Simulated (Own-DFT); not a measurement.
## Calculated data, Al₁₆O₂₃ (corundum with two vacancies, atoms displaced)

A calculation, not a measurement: plane-wave PBE density functional theory by an unreviewed code, no spin, of a simulated periodic cell, stress positive in tension, free energy of the whole cell less one offset for each atom, defect cell not probed for a lower state with spin; oxygen file: force components 24 meV/angstrom off all-electron in one glass; forces on such cells passed a denser k mesh, this cell's mesh not checked; offsets are fitted by least squares, one for each functional and potential file, so energies compare only between cells with the same atoms and settings and are not formation energies; the far tail of each file's local potential was reset to the Coulomb form; each entry is a single point on an unrelaxed cell, so the pressure reflects the starting lattice, mostly measured values, from which strain is counted, and rises with the displacements; printed positions are rounded, which can move forces by about a meV/angstrom; the program is a retired in-house code; no spin-orbit coupling; before rounding, a Quantum ESPRESSO 7.3.1 run of the same cell and cutoff gave forces within 1 meV/angstrom rms on each cell, which checks the program and not the settings. Program: Own-DFT development build.

Common to all runs: functional PBE; potential files PseudoDojo norm-conserving, scalar-relativistic, standard set; wave cutoff 72 hartree; occupations Fermi-Dirac; smearing width 0.1 eV; k mesh 3 x 3 x 3 centred on Gamma.

```json
{"entry": 1, "formula": "Al16O23", "kind": "corundum with two vacancies, atoms displaced", "structure": {"cell_angstrom": [[5.494, 0.0, 8.6604], [-2.747, 4.7579, 8.6604], [-2.747, -4.7579, 8.6604]], "atoms_fractional": [["Al", 0.169, 0.17433, 0.18093], ["Al", 0.31787, 0.32565, 0.32384], ["Al", 0.42365, 0.43664, 0.41795], ["Al", 0.07054, 0.0682, 0.08392], ["O", 0.28661, 0.46941, 0.11738], ["O", 0.47798, 0.12313, 0.27429], ["O", 0.1262, 0.27431, 0.45811], ["O", 0.22092, 0.03345, 0.37286], ["O", 0.03461, 0.37201, 0.21511], ["O", 0.3758, 0.22082, 0.01818], ["Al", 0.1731, 0.17434, 0.68191], ["Al", 0.31901, 0.32785, 0.83379], ["Al", 0.42098, 0.43317, 0.92568], ["Al", 0.05192, 0.09048, 0.57692], ["O", 0.26995, 0.47949, 0.62685], ["O", 0.46996, 0.11735, 0.78187], ["O", 0.13794, 0.26495, 0.97697], ["O", 0.22101, 0.02656, 0.86708], ["O", 0.02397, 0.37695, 0.7214], ["O", 0.36891, 0.22644, 0.52372], ["Al", 0.17292, 0.66905, 0.17562], ["Al", 0.32525, 0.8277, 0.31865], ["Al", 0.4317, 0.92207, 0.418], ["Al", 0.07618, 0.56195, 0.08128], ["O", 0.27987, 0.96614, 0.11821], ["O", 0.46581, 0.62362, 0.28343], ["O", 0.12796, 0.78368, 0.4695], ["O", 0.22593, 0.52096, 0.37571], ["O", 0.03807, 0.872, 0.21608], ["O", 0.37213, 0.72423, 0.02239], ["Al", 0.17316, 0.66493, 0.67855], ["Al", 0.3306, 0.81399, 0.82937], ["Al", 0.42405, 0.93419, 0.91897], ["Al", 0.07312, 0.57661, 0.57119], ["O", 0.46371, 0.6279, 0.77204], ["O", 0.13121, 0.78009, 0.96973], ["O", 0.21611, 0.52826, 0.87957], ["O", 0.03182, 0.87963, 0.72027], ["O", 0.37493, 0.72266, 0.52003], ["Al", 0.67803, 0.16904, 0.17988], ["Al", 0.83103, 0.3305, 0.31795], ["Al", 0.92533, 0.42529, 0.42727], ["Al", 0.57191, 0.07579, 0.07644], ["O", 0.77448, 0.47077, 0.12315], ["O", 0.98405, 0.11209, 0.27967], ["O", 0.62538, 0.27532, 0.47854], ["O", 0.73769, 0.01861, 0.36696], ["O", 0.51524, 0.38118, 0.22739], ["O", 0.86501, 0.22133, 0.03352], ["Al", 0.66926, 0.16322, 0.69344], ["Al", 0.8251, 0.32763, 0.82457], ["Al", 0.94179, 0.41971, 0.9183], ["Al", 0.56734, 0.07246, 0.57791], ["O", 0.77994, 0.47146, 0.62228], ["O", 0.6277, 0.27954, 0.96673], ["O", 0.71507, 0.01887, 0.88671], ["O", 0.53519, 0.3714, 0.71899], ["O", 0.87137, 0.22963, 0.52574], ["Al", 0.67655, 0.67341, 0.17819], ["Al", 0.82456, 0.82491, 0.32974], ["Al", 0.92658, 0.91779, 0.42886], ["Al", 0.56268, 0.58188, 0.07438], ["O", 0.79468, 0.96655, 0.11985], ["O", 0.97467, 0.62596, 0.28293], ["O", 0.63024, 0.76885, 0.48133], ["O", 0.71714, 0.5294, 0.3711], ["O", 0.52821, 0.87656, 0.2194], ["O", 0.87614, 0.72441, 0.03282], ["Al", 0.67988, 0.67202, 0.67421], ["Al", 0.81393, 0.82027, 0.832], ["Al", 0.93173, 0.92948, 0.90842], ["Al", 0.57963, 0.5789, 0.55746], ["O", 0.78246, 0.9712, 0.62969], ["O", 0.98515, 0.61438, 0.78406], ["O", 0.62946, 0.77927, 0.97267], ["O", 0.73176, 0.51654, 0.87781], ["O", 0.51692, 0.87931, 0.73196], ["O", 0.87074, 0.73114, 0.5221]]}, "results": {"free_energy_of_cell_above_offsets [eV]": "-49.772", "pressure [GPa]": 9.16, "stress_xx [GPa]": -7.81, "stress_yy [GPa]": -10.61, "stress_zz [GPa]": -9.07, "stress_yz [GPa]": -0.58, "stress_xz [GPa]": -0.39, "stress_xy [GPa]": 0.17, "force_element": ["Al", "Al", "Al", "Al", "O", "O", "O", "O", "O", "O", "Al", "Al", "Al", "Al", "O", "O", "O", "O", "O", "O", "Al", "Al", "Al", "Al", "O", "O", "O", "O", "O", "O", "Al", "Al", "Al", "Al", "O", "O", "O", "O", "O", "Al", "Al", "Al", "Al", "O", "O", "O", "O", "O", "O", "Al", "Al", "Al", "Al", "O", "O", "O", "O", "O", "Al", "Al", "Al", "Al", "O", "O", "O", "O", "O", "O", "Al", "Al", "Al", "Al", "O", "O", "O", "O", "O", "O"], "force_x [eV/angstrom]": [2.098, 1.103, 0.52, 0.921, -1.769, -0.065, -0.667, 0.324, -1.476, -0.283, 0.933, 1.902, 2.417, 3.329, 1.624, -0.268, -1.985, -1.342, 0.799, 0.389, 0.016, -0.635, -2.345, -0.724, -0.034, 0.634, -0.737, -1.811, -0.517, 0.5, -0.068, -1.219, -0.552, 0.644, 1.046, -0.582, 0.603, 0.186, 0.368, -0.441, -0.954, -0.217, 0.531, 0.53, -1.781, 0.088, -2.648, 1.735, 2.054, 0.107, 0.273, -1.707, 0.065, -0.071, -0.793, 0.416, -1.004, -0.966, 0.262, 1.2, 0.085, 1.517, -1.329, 0.368, 0.05, 1.252, 0.214, 0.391, -1.022, 2.115, -0.393, -1.846, 0.294, -2.002, -1.708, -1.634, 2.908, 0.779], "force_y [eV/angstrom]": [-0.432, -0.82, -2.765, 1.033, -0.902, 0.028, 0.48, -0.076, -0.417, -1.372, 0.153, 0.857, 0.314, -1.492, -0.933, 1.996, 1.136, -0.943, 0.298, -0.97, 1.314, -0.06, -0.901, 2.689, -0.76, 1.973, -0.894, 0.9, -1.533, -1.211, 2.127, 2.227, -1.798, 0.088, -0.326, -0.814, 0.061, -0.33, -0.507, 1.072, -1.538, 0.136, 0.714, -0.226, 0.741, 0.533, -0.142, 0.208, 0.208, 2.249, -1.182, -1.367, 1.403, 0.128, -0.41, 0.757, 0.233, 0.343, 1.284, 1.347, 1.069, -0.706, 0.012, -0.883, 1.75, 0.047, -0.352, -0.702, -0.735, 0.444, -1.173, -2.253, -0.129, 0.864, -1.084, 2.054, 0.129, -2.265], "force_z [eV/angstrom]": [0.32, 0.435, -0.28, -1.037, 0.241, -0.063, 1.193, -0.458, -0.02, 1.582, -1.82, -0.827, -0.727, 1.345, -0.774, 1.234, -1.764, 1.762, 0.553, 0.479, 1.346, -0.061, 1.11, 0.653, 1.158, 0.668, -1.377, -0.176, -0.276, 0.851, 2.798, -1.187, -0.613, -0.201, 0.876, -1.329, -0.049, -1.473, 0.418, -0.355, -2.134, 0.709, 0.226, 0.915, 0.274, -0.933, 1.045, -0.258, 1.75, -0.061, -1.649, -0.181, 0.369, 0.348, -0.313, 0.093, -0.132, -0.985, -0.387, -1.759, 1.665, -0.014, -0.606, -1.439, -0.81, 0.754, -0.007, -0.977, -0.134, 1.557, 2.268, 0.333, -1.232, -1.094, -1.95, 0.081, -0.571, 1.089]}}
{"entry": 2, "formula": "Al16O23", "kind": "corundum with two vacancies, atoms displaced", "structure": {"cell_angstrom": [[5.494, 0.0, 8.6604], [-2.747, 4.7579, 8.6604], [-2.747, -4.7579, 8.6604]], "atoms_fractional": [["Al", 0.16979, 0.18417, 0.16687], ["Al", 0.32062, 0.3248, 0.32772], ["Al", 0.429, 0.42087, 0.42165], ["Al", 0.06302, 0.08488, 0.07396], ["O", 0.27249, 0.47833, 0.11653], ["O", 0.48302, 0.11873, 0.2701], ["O", 0.12591, 0.2787, 0.47225], ["O", 0.22423, 0.01721, 0.37497], ["O", 0.02493, 0.38827, 0.22032], ["O", 0.37962, 0.22099, 0.02783], ["Al", 0.18022, 0.17621, 0.6662], ["Al", 0.32038, 0.32218, 0.82331], ["Al", 0.41869, 0.42642, 0.91934], ["Al", 0.07067, 0.07413, 0.57954], ["O", 0.26701, 0.48071, 0.62342], ["O", 0.47765, 0.11544, 0.77285], ["O", 0.12363, 0.27441, 0.97543], ["O", 0.22359, 0.02487, 0.88313], ["O", 0.02638, 0.37859, 0.71784], ["O", 0.37806, 0.20838, 0.53806], ["Al", 0.17516, 0.67181, 0.17579], ["Al", 0.32729, 0.82138, 0.32228], ["Al", 0.4128, 0.935, 0.42158], ["Al", 0.07032, 0.58409, 0.07428], ["O", 0.25989, 0.97572, 0.13259], ["O", 0.4701, 0.63394, 0.26819], ["O", 0.1212, 0.77713, 0.47145], ["O", 0.22338, 0.51759, 0.38768], ["O", 0.02005, 0.87012, 0.23274], ["Al", 0.17485, 0.67633, 0.68192], ["Al", 0.31702, 0.83354, 0.82049], ["Al", 0.43428, 0.92521, 0.92832], ["Al", 0.07605, 0.56083, 0.5817], ["O", 0.27701, 0.96703, 0.61982], ["O", 0.47303, 0.63035, 0.77367], ["O", 0.12104, 0.77798, 0.97752], ["O", 0.22903, 0.53085, 0.87049], ["O", 0.01845, 0.88167, 0.71967], ["O", 0.36786, 0.73015, 0.52125], ["Al", 0.67729, 0.17289, 0.17722], ["Al", 0.82616, 0.3342, 0.31892], ["Al", 0.93033, 0.4275, 0.42009], ["Al", 0.5739, 0.0779, 0.07273], ["O", 0.77426, 0.47832, 0.11411], ["O", 0.97765, 0.13087, 0.27051], ["O", 0.62269, 0.28253, 0.46828], ["O", 0.71482, 0.03303, 0.3807], ["O", 0.51575, 0.38403, 0.23072], ["O", 0.88622, 0.2233, 0.03088], ["Al", 0.6757, 0.18116, 0.67068], ["Al", 0.83031, 0.32203, 0.82355], ["Al", 0.91693, 0.42624, 0.92627], ["Al", 0.56933, 0.0763, 0.57656], ["O", 0.7777, 0.47228, 0.6153], ["O", 0.96344, 0.13069, 0.77971], ["O", 0.63567, 0.26587, 0.97835], ["O", 0.72223, 0.02353, 0.88488], ["O", 0.52571, 0.37514, 0.71953], ["O", 0.86867, 0.22881, 0.52386], ["Al", 0.68615, 0.66904, 0.17494], ["Al", 0.82165, 0.8245, 0.33124], ["Al", 0.93236, 0.93331, 0.41537], ["Al", 0.5806, 0.57075, 0.07665], ["O", 0.78636, 0.97098, 0.12315], ["O", 0.97064, 0.62932, 0.28364], ["O", 0.62767, 0.78591, 0.47148], ["O", 0.71282, 0.53613, 0.38171], ["O", 0.52422, 0.87608, 0.22544], ["O", 0.89036, 0.71648, 0.01775], ["Al", 0.66319, 0.68532, 0.67052], ["Al", 0.81916, 0.83413, 0.81344], ["Al", 0.92799, 0.91439, 0.92641], ["Al", 0.573, 0.56715, 0.57096], ["O", 0.78048, 0.97125, 0.61891], ["O", 0.97029, 0.6284, 0.78051], ["O", 0.63889, 0.77034, 0.96225], ["O", 0.71519, 0.51463, 0.89383], ["O", 0.86769, 0.739, 0.52041]]}, "results": {"free_energy_of_cell_above_offsets [eV]": "-49.139", "pressure [GPa]": 9.72, "stress_xx [GPa]": -9.3, "stress_yy [GPa]": -10.24, "stress_zz [GPa]": -9.62, "stress_yz [GPa]": 0.7, "stress_xz [GPa]": -0.57, "stress_xy [GPa]": -0.17, "force_element": ["Al", "Al", "Al", "Al", "O", "O", "O", "O", "O", "O", "Al", "Al", "Al", "Al", "O", "O", "O", "O", "O", "O", "Al", "Al", "Al", "Al", "O", "O", "O", "O", "O", "Al", "Al", "Al", "Al", "O", "O", "O", "O", "O", "O", "Al", "Al", "Al", "Al", "O", "O", "O", "O", "O", "O", "Al", "Al", "Al", "Al", "O", "O", "O", "O", "O", "O", "Al", "Al", "Al", "Al", "O", "O", "O", "O", "O", "O", "Al", "Al", "Al", "Al", "O", "O", "O", "O", "O"], "force_x [eV/angstrom]": [0.814, 1.32, -1.61, 3.639, 0.41, -2.607, 0.211, -2.246, 0.385, -0.895, -1.086, 0.211, 0.689, 0.05, 1.903, -1.394, 0.161, -0.133, -0.049, -0.864, 0.129, -1.257, 2.537, 1.363, 2.396, 0.828, 0.467, 0.159, 0.849, -0.245, 0.924, -0.765, -1.77, -1.593, -0.283, 0.512, -0.811, 0.674, 0.954, 0.12, -0.154, -1.063, 0.794, 0.094, -2.076, 0.197, 0.468, 2.086, -2.84, 0.435, -1.506, 0.806, 2.062, -0.479, 1.985, -1.003, 0.261, -0.051, 1.061, -1.421, 0.125, -0.229, -2.569, 0.123, 0.843, -1.382, 2.678, 1.502, -2.039, -0.027, 1.028, -1.588, -1.995, -0.895, 0.271, -1.498, 1.561, 0.337], "force_y [eV/angstrom]": [-1.779, 1.044, 0.599, -2.993, -1.701, 0.04, -0.158, 1.827, -0.733, 0.551, -1.668, 0.534, -0.265, 0.578, -1.804, 0.851, 2.059, 1.585, -1.676, 1.679, 0.576, 0.217, -0.669, -0.527, 0.306, -1.232, 0.036, 0.787, 2.036, 1.413, -1.463, -1.448, 3.568, -0.103, -0.9, 1.279, -0.281, -0.084, -2.011, -0.123, -0.916, -0.068, -1.194, -2.575, -0.041, 0.008, 1.504, -0.578, 0.893, -0.934, 0.618, 1.194, -1.575, -1.236, -0.378, 1.862, 1.482, -0.527, -0.153, 1.725, 0.984, -1.599, 1.242, -0.474, -0.519, 0.126, 1.402, 0.582, -0.712, -0.006, -0.767, 0.88, 0.764, 0.765, -0.736, 0.299, 1.989, -3.282], "force_z [eV/angstrom]": [1.089, -0.302, 1.311, 0.278, 0.844, 0.817, -0.637, 1.014, -1.348, -1.292, 0.932, -0.512, 2.66, -1.294, 0.845, 2.228, 0.693, -1.518, -0.812, -0.719, 2.255, -1.009, 0.546, 0.177, 0.661, 0.24, 0.77, -1.531, 0.587, -1.655, 1.557, -2.274, 1.293, 1.178, -1.358, -0.274, -0.824, 0.682, 0.783, 0.362, -1.459, 0.961, 0.454, 2.858, 0.439, 0.741, -0.11, -1.653, -2.957, -0.399, -0.915, 1.397, -0.646, 1.28, -0.337, -0.498, -1.657, -0.382, 0.652, 0.105, 0.14, -0.543, -1.47, -0.331, -1.301, -2.25, -2.025, -0.51, -0.779, 1.769, -0.125, 1.501, 2.162, 0.957, -0.79, 0.658, -1.492, 0.109]}}
{"entry": 3, "formula": "Al16O23", "kind": "corundum with two vacancies, atoms displaced", "structure": {"cell_angstrom": [[5.494, 0.0, 8.6604], [-2.747, 4.7579, 8.6604], [-2.747, -4.7579, 8.6604]], "atoms_fractional": [["Al", 0.17467, 0.16183, 0.18278], ["Al", 0.32381, 0.32392, 0.32312], ["Al", 0.42618, 0.42657, 0.42543], ["Al", 0.07292, 0.06652, 0.08332], ["O", 0.27318, 0.48302, 0.12136], ["O", 0.4712, 0.12903, 0.27012], ["O", 0.11967, 0.27751, 0.47001], ["O", 0.21644, 0.03789, 0.37508], ["O", 0.03854, 0.36818, 0.22196], ["O", 0.36805, 0.23112, 0.01878], ["Al", 0.17317, 0.1782, 0.6847], ["Al", 0.32329, 0.31087, 0.82791], ["Al", 0.42383, 0.41786, 0.93002], ["Al", 0.06172, 0.07923, 0.57222], ["O", 0.27757, 0.47184, 0.62371], ["O", 0.47462, 0.11756, 0.78369], ["O", 0.12158, 0.26599, 0.98486], ["O", 0.21975, 0.0254, 0.87964], ["O", 0.02871, 0.37381, 0.71698], ["O", 0.37198, 0.22255, 0.53069], ["Al", 0.17958, 0.6718, 0.16795], ["Al", 0.3188, 0.81685, 0.32584], ["Al", 0.42135, 0.93018, 0.42305], ["Al", 0.07528, 0.5749, 0.07412], ["O", 0.27079, 0.98322, 0.12411], ["O", 0.13129, 0.77703, 0.46946], ["O", 0.21841, 0.52787, 0.37634], ["O", 0.03598, 0.87126, 0.21286], ["O", 0.37839, 0.71973, 0.02714], ["Al", 0.1785, 0.68197, 0.67233], ["Al", 0.3186, 0.82394, 0.82531], ["Al", 0.43641, 0.91675, 0.92101], ["Al", 0.06888, 0.58894, 0.56367], ["O", 0.26598, 0.98037, 0.62501], ["O", 0.47472, 0.62011, 0.77562], ["O", 0.13221, 0.77964, 0.97098], ["O", 0.22848, 0.52226, 0.87464], ["O", 0.03126, 0.87044, 0.7271], ["O", 0.37133, 0.71901, 0.53111], ["Al", 0.67988, 0.17802, 0.1678], ["Al", 0.82632, 0.327, 0.32746], ["Al", 0.94395, 0.42032, 0.41269], ["Al", 0.56757, 0.07197, 0.08145], ["O", 0.77118, 0.47724, 0.12236], ["O", 0.96603, 0.13377, 0.27167], ["O", 0.63554, 0.27509, 0.46439], ["O", 0.72131, 0.02772, 0.37649], ["O", 0.53515, 0.3811, 0.21552], ["O", 0.87609, 0.21871, 0.03293], ["Al", 0.67432, 0.17972, 0.67504], ["Al", 0.81938, 0.32548, 0.81994], ["Al", 0.91281, 0.42732, 0.9329], ["Al", 0.5845, 0.07489, 0.56311], ["O", 0.78574, 0.46791, 0.62908], ["O", 0.97197, 0.12817, 0.7747], ["O", 0.63898, 0.26913, 0.95786], ["O", 0.72438, 0.02705, 0.8659], ["O", 0.52111, 0.37686, 0.7235], ["O", 0.87009, 0.22824, 0.52752], ["Al", 0.67051, 0.67006, 0.19233], ["Al", 0.8375, 0.81773, 0.31329], ["Al", 0.93995, 0.93289, 0.41552], ["Al", 0.58252, 0.56456, 0.08582], ["O", 0.78589, 0.97071, 0.1279], ["O", 0.96979, 0.62358, 0.28411], ["O", 0.62644, 0.78076, 0.46951], ["O", 0.71975, 0.53074, 0.37712], ["O", 0.52855, 0.8816, 0.2145], ["O", 0.87745, 0.72081, 0.02411], ["Al", 0.68085, 0.67429, 0.67755], ["Al", 0.82601, 0.81705, 0.81698], ["Al", 0.92519, 0.92278, 0.92577], ["Al", 0.5679, 0.57205, 0.58777], ["O", 0.79304, 0.96463, 0.62371], ["O", 0.9772, 0.62605, 0.7672], ["O", 0.72752, 0.52274, 0.87836], ["O", 0.5208, 0.87567, 0.72699], ["O", 0.88198, 0.72251, 0.5283]]}, "results": {"free_energy_of_cell_above_offsets [eV]": "-50.442", "pressure [GPa]": 8.54, "stress_xx [GPa]": -8.18, "stress_yy [GPa]": -9.75, "stress_zz [GPa]": -7.7, "stress_yz [GPa]": -0.02, "stress_xz [GPa]": -0.24, "stress_xy [GPa]": 0.36, "force_element": ["Al", "Al", "Al", "Al", "O", "O", "O", "O", "O", "O", "Al", "Al", "Al", "Al", "O", "O", "O", "O", "O", "O", "Al", "Al", "Al", "Al", "O", "O", "O", "O", "O", "Al", "Al", "Al", "Al", "O", "O", "O", "O", "O", "O", "Al", "Al", "Al", "Al", "O", "O", "O", "O", "O", "O", "Al", "Al", "Al", "Al", "O", "O", "O", "O", "O", "O", "Al", "Al", "Al", "Al", "O", "O", "O", "O", "O", "O", "Al", "Al", "Al", "Al", "O", "O", "O", "O", "O"], "force_x [eV/angstrom]": [-0.264, -0.896, -0.598, 0.785, 1.476, -0.248, 1.735, 0.818, -1.084, 0.79, 0.336, -1.295, 0.137, 0.609, 0.251, 0.802, -0.373, 0.128, -0.884, 1.102, 0.017, 2.587, -0.253, 0.755, 1.712, -1.153, 0.713, -0.858, 0.196, -0.08, 1.268, -0.38, 1.808, 1.519, -0.879, -1.709, -1.587, 0.071, 0.975, 0.153, 0.109, -2.953, 1.385, 0.694, -0.114, -1.176, 1.121, -0.481, -0.193, -0.242, 2.005, 3.235, -1.256, -0.439, -0.349, -2.636, -0.703, 1.294, 0.14, 0.112, -2.728, -1.702, -1.841, 0.022, 1.538, -0.077, 0.395, -0.517, -0.471, -0.112, -1.34, -0.141, 1.208, -0.472, -0.462, -1.096, 1.617, -1.577], "force_y [eV/angstrom]": [2.605, -0.472, -0.033, 2.599, -1.584, 0.242, 0.1, -0.954, 0.593, -2.613, -0.124, 1.22, 1.065, -1.186, -0.233, 1.036, 2.261, 0.005, 0.317, 0.551, -0.087, 0.803, -1.095, 0.589, -2.321, 0.546, 0.724, -1.041, -0.666, -2.355, 1.273, -0.907, -3.32, -0.53, -0.336, -0.577, 0.78, 0.807, 1.388, -0.857, 0.556, -0.594, 2.271, -1.561, -1.343, -0.487, 0.748, -2.065, 0.374, -0.528, -0.406, 0.425, -1.246, 2.159, -0.927, -1.111, -1.22, 0.038, 0.115, 2.471, -0.62, -1.378, 3.244, 0.839, 0.464, -0.119, -0.781, -1.562, -0.951, 0.44, -1.128, 0.952, 0.981, 2.038, -1.042, 0.556, 0.763, 1.423], "force_z [eV/angstrom]": [1.189, 0.231, 0.368, -0.86, -0.41, 0.567, 1.407, -0.858, -0.454, 1.195, -1.196, 0.193, -0.047, 2.072, 0.117, -0.334, -0.152, 0.189, 1.147, 0.169, 2.167, 0.713, 0.675, -1.339, -0.567, -0.538, -0.292, 0.743, 0.316, -0.6, 0.732, 0.464, 0.307, 0.16, 0.972, -1.996, -0.084, -0.309, 0.855, 0.515, -0.77, 0.508, -0.646, 2.309, 0.607, -0.261, -0.42, -1.824, -0.308, -0.123, 1.41, 0.141, -0.12, -1.534, -0.6, -0.199, 1.167, -0.2, -0.435, -0.725, 1.46, -1.534, -0.691, -1.645, -0.919, -0.208, 0.207, -0.348, 0.279, -0.184, 1.092, 0.343, -0.298, -1.127, 0.289, -0.472, -0.224, -1.425]}}
```
